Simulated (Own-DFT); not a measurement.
# Computed records: InAs (zincblende, strongly disordered by large displacements)

All values are calculated (Own-DFT development build). A calculation, not a measurement: plane-wave PBE density functional theory by an unreviewed code, no spin, of a simulated periodic cell, stress positive in tension, free energy of the whole cell less one offset for each atom, forces on such cells passed a denser k mesh, this cell's mesh not checked; broken bonds can close the gap or carry spin, so checks made on this kind of crystal may not hold here; offsets are fitted by least squares, one for each functional and potential file, so energies compare only between cells with the same atoms and settings and are not formation energies; the far tail of each file's local potential was reset to the Coulomb form; each entry is a single point on an unrelaxed cell, so the pressure reflects the starting lattice, mostly measured values (interpolated for alloys), from which strain is counted, and rises with the displacements; printed positions are rounded, which can move forces by about a meV/angstrom; the program, named Own-DFT, is a retired in-house code; no spin-orbit coupling.

Settings shared by all entries: functional PBE; potential files PseudoDojo norm-conserving, scalar-relativistic, standard set; wave cutoff 42 hartree; occupations Fermi-Dirac; smearing width 0.1 eV; hardware one NVIDIA H200; k mesh 3 x 3 x 3 centred on Gamma.

(1) 
```xyz
64
Lattice="12.1166 0.0000 0.0000 0.0000 12.1166 0.0000 0.0000 0.0000 12.1166" Properties=species:S:1:pos:R:3:force_x:R:1:force_y:R:1:force_z:R:1 formula=InAs free_energy_of_cell_above_offsets=59.653 pressure=20.64 stress_xx=-22.37 stress_yy=-20.39 stress_zz=-19.17 stress_yz=4.19 stress_xz=0.08 stress_xy=4.57 wall_time=1203
In     0.2054     0.0766     0.0954     -0.655     -0.599     -0.396
In    11.9179     3.3692     2.8640      4.241     -3.068      1.432
In     3.4633     0.1307     2.3157     -3.544      10.56      7.697
In     2.6473     2.9044    11.8129      4.014      1.876     -5.055
As     1.6486     1.9914     1.3799     -3.232     -4.066      5.829
As     1.3576     4.0578     4.7119     -2.027      2.656     -1.297
As     4.4215     0.8970     4.7642     -9.635      7.037         -7
As     4.3145     4.3794     1.0060       1.68      1.597      1.501
In    11.7552     0.7001     5.8666      7.481     -6.789      6.907
In    11.9015     2.3152     8.7082     -10.22     -2.062      7.977
In     2.9885     0.1104     8.8178      -1.38     -0.262       8.63
In     3.1097     3.5573     6.0532     -5.616     -2.809     -8.582
As     1.5037     1.3911     8.3530      2.634       1.21     -5.857
As     1.5810     4.6387    10.4577      3.547      -7.69     -9.986
As     4.7091     1.7315    10.5029     -3.538     -5.681      6.205
As     4.3442     3.7673     7.5902      2.596      6.492      3.013
In     0.9203     6.0158    11.7453     -5.609      8.605       8.04
In    11.8282     8.9340     3.0782      6.878      4.706     -5.156
In     3.1501     6.3784     2.9278      0.444     -1.336     -0.164
In     2.9165     8.8117    11.8838      8.574       3.14     -5.928
As     1.8214     7.8083     1.1290     -7.786     -6.108      10.37
As     1.9587    10.9705     5.0807     -1.278      2.454     -1.838
As     4.8570     7.7485     4.4248     -1.012      0.559      0.227
As     3.9283    10.5992     1.2534      3.791     -9.513      -5.33
In    12.0074     6.6421     6.0639     -2.001     -5.541     -2.378
In    12.0451     8.7190     8.6125     -0.384     -1.747      12.24
In     3.6459     6.2966     9.1004     -0.984     -0.872     -0.686
In     2.3194     8.8007     5.9638      6.353      3.507     -6.492
As     1.2335     7.7779     7.4222      7.924     -9.496      2.242
As     1.7487    10.0868    10.4792     -3.482      4.074     -3.778
As     5.0565     7.7947    10.7724     -4.314      3.089     -2.553
As     4.4298    11.0784     8.0774      8.406     -5.334      -8.81
In     5.8897    11.7536     0.0473      0.286      1.311     -0.725
In     6.1599     2.9472     2.7090     -7.608      7.748      8.808
In     8.8676     0.4448     3.1043     -0.076     -1.532     -0.525
In     8.6433     2.5769    12.1122     -4.497      6.559      0.694
As     7.1718     1.8339     1.3684      1.505     -10.71     -3.681
As     7.5760     4.6443     4.2678     -0.121      0.191      1.053
As    10.5089     1.7256     4.5881     -5.496      5.007     -6.783
As    10.2466     4.5000     2.0510     -4.486      2.605      -3.36
In     5.9031    12.0731     5.7547      9.968     -5.967      6.748
In     5.5973     3.0037     9.0487      9.692      0.697      1.246
In     8.6059    11.5497     9.5436      6.616       7.06     -5.521
In     8.9518     3.0493     6.1354      0.861      2.288     -0.856
As     7.9570     1.5338     7.7151     -2.042     -1.983      1.487
As     7.9225     4.1707     9.4490      -7.66     -9.969      4.679
As    10.3202     1.9755    11.1703      11.06      -4.91     -6.509
As    11.5049     4.0971     7.7487     -3.628       10.3     -5.712
In     6.2480     6.3688    11.8594     -0.998     -8.124      1.326
In     6.2769     9.6590     2.6201     -2.034     -1.574     -2.131
In     9.1644     6.6185     3.1223     -2.549     -2.391     -1.925
In     8.8787     9.3016     0.3667      1.403      2.817     -1.094
As     7.9898     7.2587     0.7398      3.316     -1.956      4.455
As     7.6702    10.3163     4.3933      1.562      2.046      2.017
As    10.6917     7.7983     4.4076     -4.415     -2.503       7.11
As    10.5940    10.4573     1.6364      0.349      3.153     -0.208
In     6.2855     6.3356     6.1317     -2.544     -2.611     -3.369
In     5.5485     9.5125     9.1601       1.88     -2.788      0.041
In     9.1015     5.7103     8.9010      8.926      8.775     -2.181
In     8.5000     9.1939     6.5486      2.116      2.288     -0.781
As     7.6670     7.3075     7.6560      0.035      0.868       3.31
As     7.4166    10.2110    10.6243     -4.386     -4.437       5.22
As    10.2065     7.5685    10.7061       0.98      -0.72     -0.476
As    10.6739    10.1186     8.1419     -9.877      9.864     -3.386
```

Units: free_energy_of_cell_above_offsets in eV; pressure, stress_xx, stress_yy, stress_zz, stress_yz, stress_xz, stress_xy in GPa; wall_time in s; force_x, force_y, force_z in eV/Å.

(2) 
```xyz
64
Lattice="12.1166 0.0000 0.0000 0.0000 12.1166 0.0000 0.0000 0.0000 12.1166" Properties=species:S:1:pos:R:3:force_x:R:1:force_y:R:1:force_z:R:1 formula=InAs free_energy_of_cell_above_offsets=28.861 pressure=14.09 stress_xx=-13.85 stress_yy=-13.85 stress_zz=-14.56 stress_yz=0.7 stress_xz=-1.5 stress_xy=-1.77 wall_time=1246
In     0.1612     0.4004    11.6190      0.851     -1.369      1.125
In     0.0347     2.8012     3.0861     -0.493      0.239     -0.209
In     2.9185    11.4214     3.4032      1.815      1.535     -1.413
In     2.8452     2.7637    11.5439       2.45      4.874     -4.899
As     1.7086     2.0428     1.1029     -4.516     -3.671       6.77
As     0.9633     4.2054     5.2539       5.78      -4.99     -3.974
As     4.4008     1.5736     4.6473     -0.549      0.333     -0.358
As     4.6762     4.5474     1.4901     -8.041     -1.424      1.226
In     0.5094     0.4837     5.7558     -4.255      -3.03     -6.842
In    12.0178     2.7795     8.8387      4.093     -2.172       2.62
In     2.4346    11.9895     9.1602      1.986     -2.221      2.955
In     2.9832     3.0451     6.8732     -2.408     -3.128     -3.439
As     1.3523     1.2397     7.5825        2.3      2.827      4.595
As     1.5202     4.9290    10.6072      0.652     -1.235     -1.675
As     4.6238     1.2089    11.2575     -2.046      0.689     -5.057
As     4.4362     4.6273     7.5244      3.147     -4.663     -0.323
In     0.5091     5.6491     0.6914     -0.215     -0.654     -1.414
In     0.1172     8.6771     3.0299     -1.574      1.265      -0.04
In     2.5453     6.1116     2.8833      2.323     -2.654      3.118
In     2.9226     8.7251    11.8536      6.861      0.715      1.075
As     1.7174     7.6904     1.3085     -2.587      0.339      2.528
As     1.3287    10.1423     4.8041     -0.148     -0.229       1.02
As     4.7610     7.3464     4.6411      4.446     -2.524     -5.606
As     4.5017    11.0402     0.7175     -6.398     -5.509      1.832
In    11.7550     5.7039     6.0403     -1.405       6.05      0.592
In     0.0174     9.2725     8.7949     -2.906     -1.551     -2.178
In     3.4345     6.0795     8.7519     -4.358       4.09      5.177
In     3.2656     8.2587     5.8863     -4.814      4.108      3.995
As     1.6250     7.3874     7.6139     -1.325      0.177     -0.576
As     1.5072     9.6285    10.5046     -2.979      5.442      -2.18
As     4.5361     7.3094    10.6428      1.157      0.589     -0.828
As     4.4046    10.8308     7.9554      0.707     -0.437     -1.367
In     6.1631     0.2719     0.5147      3.892     -1.695      -1.07
In     6.0455     3.1291     2.4737     -0.152     -4.944      0.477
In     9.0113    11.8793     3.3713      6.369      4.683     -2.469
In     9.6259     3.2741     0.0020     -5.296     -2.807     -2.297
As     7.7305     1.4887     1.3144      6.473      3.949      2.965
As     7.5726     3.8887     3.9730      2.182      4.811     -2.505
As    10.3362     1.9427     4.9472       0.86     -1.511     -1.136
As    10.5488     4.6369     1.3841      1.612          4      6.341
In     6.0576     0.2198     6.1377     -1.131     -1.438      0.065
In     6.1992     3.1871     8.8593     -0.278     -1.662      0.345
In     9.0230     0.6695     9.2304     -0.964     -4.715      1.272
In     7.9030     3.0725     5.9335      1.005      3.708      1.028
As     8.0388     1.4505     7.3034     -1.453     -4.241      2.313
As     7.4932     4.4100    10.5861     -0.037      0.282      1.427
As    10.5473     1.9267    10.4560      1.158     -1.523      1.265
As    11.1129     4.3717     7.7139     -5.982       2.74      0.292
In     5.6832     6.0418     0.3188      2.409      3.173     -4.027
In     6.4889     9.1127     2.5349     -2.092     -2.057     -1.208
In     8.9012     6.2346     3.3994        0.5     -0.341      0.221
In     8.6570     9.2659     0.4886     -0.319     -0.509     -2.371
As     7.8040     6.8925     1.1038        1.7      1.104      0.959
As     7.3171    10.7417     4.0452     -4.684     -2.458      5.393
As    10.7790     7.6124     5.0872     -1.217      0.899     -2.678
As    10.5058    10.4665     1.5436      1.824      1.072      0.847
In     5.9368     5.9132     6.4506      3.084      1.731     -3.637
In     5.9704     8.8779     8.8904     -5.468      3.343      2.876
In     9.4747     5.5878     9.5722     -0.226     -1.069     -1.964
In     9.1341     9.0868     6.3151      -5.71     -4.172     -2.792
As     7.2143     7.6066     7.6840      5.954     -3.864     -3.514
As     7.2336    10.2208    10.3990      2.181      2.791      2.421
As    10.2140     7.5015    10.7115      1.594       2.62      1.083
As    10.3993    10.5349     7.2748      4.662      6.289      3.828
```

Units: free_energy_of_cell_above_offsets in eV; pressure, stress_xx, stress_yy, stress_zz, stress_yz, stress_xz, stress_xy in GPa; wall_time in s; force_x, force_y, force_z in eV/Å.

(3) 
```xyz
64
Lattice="12.1166 0.0000 0.0000 0.0000 12.1166 0.0000 0.0000 0.0000 12.1166" Properties=species:S:1:pos:R:3:force_x:R:1:force_y:R:1:force_z:R:1 formula=InAs free_energy_of_cell_above_offsets=-1.907 pressure=9.2 stress_xx=-8.79 stress_yy=-8.95 stress_zz=-9.87 stress_yz=-2.72 stress_xz=1.57 stress_xy=3.04 wall_time=1338
In    12.0907     0.0815    11.8611     -1.527     -0.879     -0.067
In    11.9627     2.9995     3.1574      0.241      0.452     -1.411
In     2.7097    12.0171     3.0702      1.532      -0.36     -0.341
In     3.2816     3.1047     0.1709     -3.966     -3.628     -3.103
As     1.1653     1.2863     1.4519       2.06      2.698      1.523
As     1.4079     4.5557     4.5041      0.169      0.228     -0.451
As     4.4252     1.6787     4.8050      0.537     -0.946     -5.566
As     4.6925     4.5397     1.1822      1.279      1.815       4.27
In    12.0243     0.2665     5.8099      2.956     -3.221      3.305
In    12.0979     2.7104     9.2790     -0.017       3.23      0.164
In     3.3749    11.7251     9.1068     -3.437      3.435      2.913
In     2.9042     2.9965     5.8162     -2.353      2.669      3.428
As     1.2985     1.7319     7.5695      1.972     -1.884     -1.484
As     1.5175     5.1435    10.7317      0.299     -5.762      0.656
As     4.7088     1.4957    10.2316      -1.54     -1.589      3.499
As     4.7000     4.3763     7.5003     -3.572      3.539     -2.523
In    11.9191     5.8616    12.0027     -3.417      2.218      1.839
In    11.9525     8.8998     2.8845      0.861      0.439      2.054
In     3.1028     5.8870     2.9867     -0.057      1.376     -0.294
In     3.0026     9.1660     0.1480      0.194     -1.186     -0.006
As     1.1328     7.5748     1.3373      2.424     -1.092     -0.245
As     1.5461    10.3077     4.5993     -0.741      0.432       0.48
As     4.7355     7.7131     4.7256     -0.686     -1.221     -0.498
As     4.7796    10.4935     1.3974      -0.63       0.37      1.938
In    11.8722     5.9623     5.8717     -0.345      1.414      0.951
In     0.0464     9.1694     9.2874     -1.277       0.55       0.66
In     2.9632     6.0377     9.2659       3.02      1.662     -3.917
In     3.1790     9.1138     6.4118     -3.304     -2.799     -2.857
As     1.3569     7.6837     7.8106      0.769     -1.602     -1.806
As     1.5754    10.6824    10.7917       0.46     -0.317     -1.449
As     4.5752     7.6125    10.5267     -1.302      0.695      0.636
As     4.5012    10.4089     7.6951      5.226      1.041     -1.542
In     6.3186    11.8367    11.9435     -2.995      4.647      2.336
In     6.1658     3.0924     2.8459     -1.238      1.604      2.622
In     9.4350     0.0789     2.9481     -4.758     -1.769     -1.812
In     9.1478     2.8735     0.1362     -3.144      3.376      1.963
As     7.4254     1.6116     1.5126      1.819     -3.042     -1.177
As     7.8306     4.5802     4.7288     -1.677      0.413      -3.68
As    10.5701     1.3356     4.4329     -1.196      5.092      1.589
As    10.3525     4.7039     1.5829      3.607     -3.482     -1.887
In     5.8843     0.4347     6.0551      2.769     -3.635      1.531
In     5.8661     2.9317     8.7753      3.165      0.118      2.047
In     9.0113     0.2384     9.0624      1.854     -3.243      2.491
In     9.0598     3.2136     6.1595      0.466     -3.993      0.528
As     7.5834     1.4403     7.7469     -1.323      2.256     -3.024
As     7.0858     4.9218    10.5807      3.725     -4.055     -3.334
As    10.4287     1.7280    10.7673      1.173     -2.822     -2.224
As    10.2815     4.6396     7.6235      3.622     -0.708      0.472
In     5.9708     6.1834    12.0766      -0.13      3.836      2.155
In     6.4452     8.8073     3.1142     -2.603      3.872      3.138
In     8.8815     5.9415     2.7563     -1.705      1.819      3.456
In     9.3677     8.9990     0.1396     -1.667      3.297      2.445
As     7.7181     7.7281     1.6017      0.373     -2.101     -3.551
As     7.7512    10.8065     4.6918     -0.379     -0.338     -0.173
As    10.2990     7.7764     4.4352       0.82     -2.668     -1.235
As    10.7826    10.6638     1.6406      0.035      0.248     -2.559
In     6.2394     5.9281     6.0047     -0.777      1.726      1.668
In     6.1170     9.1283     9.1669     -0.295     -1.405     -1.358
In     9.0873     6.1075     9.0704     -0.169     -2.434       3.29
In     9.5342     9.1031     6.2376     -3.064      0.245      0.612
As     7.8589     7.6326     7.9580     -2.998      2.928     -4.319
As     7.4033    10.2700    10.8069      5.039     -1.307     -1.465
As    10.2229     7.6291    10.6914      3.843     -2.231      -2.46
As    10.5467    10.6881     7.6987      1.979      1.979      1.159
```

Units: free_energy_of_cell_above_offsets in eV; pressure, stress_xx, stress_yy, stress_zz, stress_yz, stress_xz, stress_xy in GPa; wall_time in s; force_x, force_y, force_z in eV/Å.

(4) 
```xyz
64
Lattice="12.1166 0.0000 0.0000 0.0000 12.1166 0.0000 0.0000 0.0000 12.1166" Properties=species:S:1:pos:R:3:force_x:R:1:force_y:R:1:force_z:R:1 formula=InAs free_energy_of_cell_above_offsets=2.932 pressure=9.64 stress_xx=-9.3 stress_yy=-8.97 stress_zz=-10.65 stress_yz=-0.25 stress_xz=-0.98 stress_xy=1.1 wall_time=1165
In    11.8807    11.8364     0.2064      4.029      4.554     -5.565
In    11.6149     2.8167     2.6418      2.163      0.292      0.243
In     2.9448    11.9309     3.2690      2.281      3.015     -0.929
In     2.8894     3.3710     0.1879      0.686     -1.262     -0.322
As     1.6684     1.3936     1.6134     -1.384       0.63     -0.951
As     1.5367     4.5185     4.5333     -1.495     -1.958      0.853
As     4.6094     1.7485     4.7515     -3.317     -3.198      1.652
As     4.6206     4.6532     1.6672     -0.581     -0.498      0.654
In    12.0757     0.0528     6.2561     -0.801      0.408     -0.163
In    11.9320     3.1930     9.5430     -0.321     -3.173     -0.543
In     2.9940    12.0380     8.9442     -0.228      1.576      1.783
In     3.0697     3.2193     6.3160     -1.494     -0.705     -2.264
As     1.6661     1.5493     7.5061     -1.476      -0.02      1.395
As     1.4820     4.6684    10.4220     -0.163     -1.722      2.978
As     4.9513     1.6175    10.5578     -4.341      0.012      1.087
As     4.5890     4.6665     7.3224       1.78      1.862      3.023
In     0.0339     6.1072    11.9390      0.925      1.139      0.823
In     0.1779     9.4701     3.2283     -2.354     -4.054     -1.937
In     2.6572     5.9787     2.9832      6.448     -3.344      3.433
In     2.8759     9.2537    11.8243      1.675     -2.147      2.279
As     1.3654     7.3121     1.9399     -4.685      6.278     -5.354
As     1.4499    10.7620     4.6239      0.485      0.346      4.061
As     4.7759     7.5376     4.6154     -1.312      1.309     -1.392
As     4.4195    10.7299     1.5945     -5.021      5.018     -4.998
In    11.8350     5.8772     5.9002      0.897      0.082     -0.669
In     0.0741     9.4518     9.0278      0.987     -4.132     -0.258
In     2.8710     6.1275     9.3006      3.269      2.936     -3.048
In     3.0733     9.1792     6.0010      0.593     -1.329      0.777
As     1.3323     7.2537     7.3101      1.084      2.246       1.41
As     1.3674    10.6661    10.6442     -0.085      2.388     -0.196
As     4.8861     7.9344    10.7148     -2.608     -0.708     -0.682
As     4.7102    10.7129     7.8835       -1.4     -0.163     -3.405
In     6.0205     0.0952    12.0509       1.23     -0.636      1.734
In     5.9475     2.8777     3.3146      2.848       1.89     -3.276
In     9.2315    12.0570     2.8025     -6.194      4.618      5.026
In     8.8064     3.2400    12.0769      1.303      0.246     -0.254
As     7.8348     1.6367     1.5426     -2.213     -0.597       0.66
As     7.4181     4.6931     4.5145      3.253     -2.427     -2.085
As    10.4694     1.6993     4.5991      1.615     -4.304     -2.341
As    10.6658     4.8459     1.3763      1.034     -3.028     -1.849
In     6.0463     0.0478     6.0975      -0.25      0.002     -0.127
In     6.0500     2.8298     8.8771     -1.323      4.964      0.898
In     9.3551    11.9818     9.1128     -5.281     -3.669     -4.063
In     9.6848     3.2406     6.0164     -4.992      1.489      0.966
As     7.3442     1.5536     7.5899      5.344     -2.491     -2.571
As     7.7849     4.5533    10.2773      -1.89      0.817     -0.242
As    10.1999     1.3426    10.3931       4.02      5.473      6.072
As    10.8139     4.3820     7.7120      0.344       1.88      0.798
In     5.8092     6.0940    12.1061      1.791     -0.653     -0.501
In     5.7231     9.4062     2.6061      6.062     -6.311      5.248
In     9.1317     5.8823     2.7425     -3.347      2.917      2.399
In     9.0658     9.2367    11.8290      2.819     -1.835      2.097
As     7.4355     7.8543     1.1448      0.429     -0.923      1.714
As     7.6706    10.9363     4.5584      -0.18     -1.499     -0.661
As    10.5169     7.5408     4.5032     -0.479      1.274     -0.538
As    10.7295    10.9717     1.8017      1.765     -8.306      0.226
In     6.4188     6.1549     5.9959     -1.398      2.119      2.521
In     6.2278     9.4304     9.1244     -1.303     -4.287     -4.213
In     9.3904     6.1687     8.8991      -0.85     -1.096     -0.182
In     9.2730     9.4204     6.1296      -5.06      -4.45     -6.419
As     7.6399     7.5914     7.8421     -0.251      1.034     -1.498
As     7.3378    10.3083    10.7630      1.991      5.638      3.061
As    10.5484     7.4781    10.5874      1.271      2.343      0.356
As    10.4047    10.2746     7.7187      3.656      4.131      3.268
```

Units: free_energy_of_cell_above_offsets in eV; pressure, stress_xx, stress_yy, stress_zz, stress_yz, stress_xz, stress_xy in GPa; wall_time in s; force_x, force_y, force_z in eV/Å.
